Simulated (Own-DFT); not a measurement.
# Which arrangement is lower? In48P48, 96 atoms

Calculated results; nothing here was measured. The program, named Own-DFT, is a retired in-house plane-wave density functional code that no person has reviewed. Each row is one single-point run on a periodic cell that was not relaxed, without spin or spin-orbit coupling.

Settings of every run: PBE; PseudoDojo norm-conserving scalar-relativistic files; cutoff 36 hartree; 2 x 3 x 3 k mesh centred on Gamma; Fermi-Dirac smearing of 0.1 eV.

Known limits, some of them of some rows only: not probed for a lower state with spin; forces on such cells failed a check on a denser k mesh; forces not confirmed at this smearing and k mesh; stress not checked against mesh or cutoff.

All cells hold the same atoms in the same cell, with vectors in Å (17.606, 0.000, 0.000); (0.000, 11.737, 0.000); (0.000, 0.000, 11.737). Every atom was moved at random from its ideal site; u is the rms move along one axis. The defect's site can differ from row to row. E is the free energy of the cell above the lowest run. The arrangements:

- A: zincblende InP
- B: zincblende InP, with one In on a P site and one P on an In site, 2.5 Å apart

```
arrangement   u (Å)  E (eV)  P (GPa)
          A  0.0187   0.000     3.20
          A  0.0189   0.006     3.20
          A  0.0208   0.117     3.21
          A  0.0480   3.006     3.59
          A  0.0509   3.180     3.61
          A  0.0521   2.863     3.56
          B  0.0285   4.883     3.54
          B  0.0285   4.654     3.51
          B  0.0289   4.916     3.54
          B  0.0490   7.193     3.86
          B  0.0491   7.074     3.88
          B  0.0507   6.890     3.81
```

Question: once the cost of the random moves is taken out, how do the arrangements rank?

## Worked answer

Fit E = a + b u², with one b for all and one a for each arrangement, and with residuals divided by u², since the noise grows with the moves. Then b = 1380 eV/Å², the scatter at u = 0.04 Å is 0.18 eV, and against A:

- B: 4.16 ± 0.07 eV (higher)

These are energies of unrelaxed cells. Relaxing the atoms lowers the strained arrangements most, so the gaps would shrink and small ones could change sign.
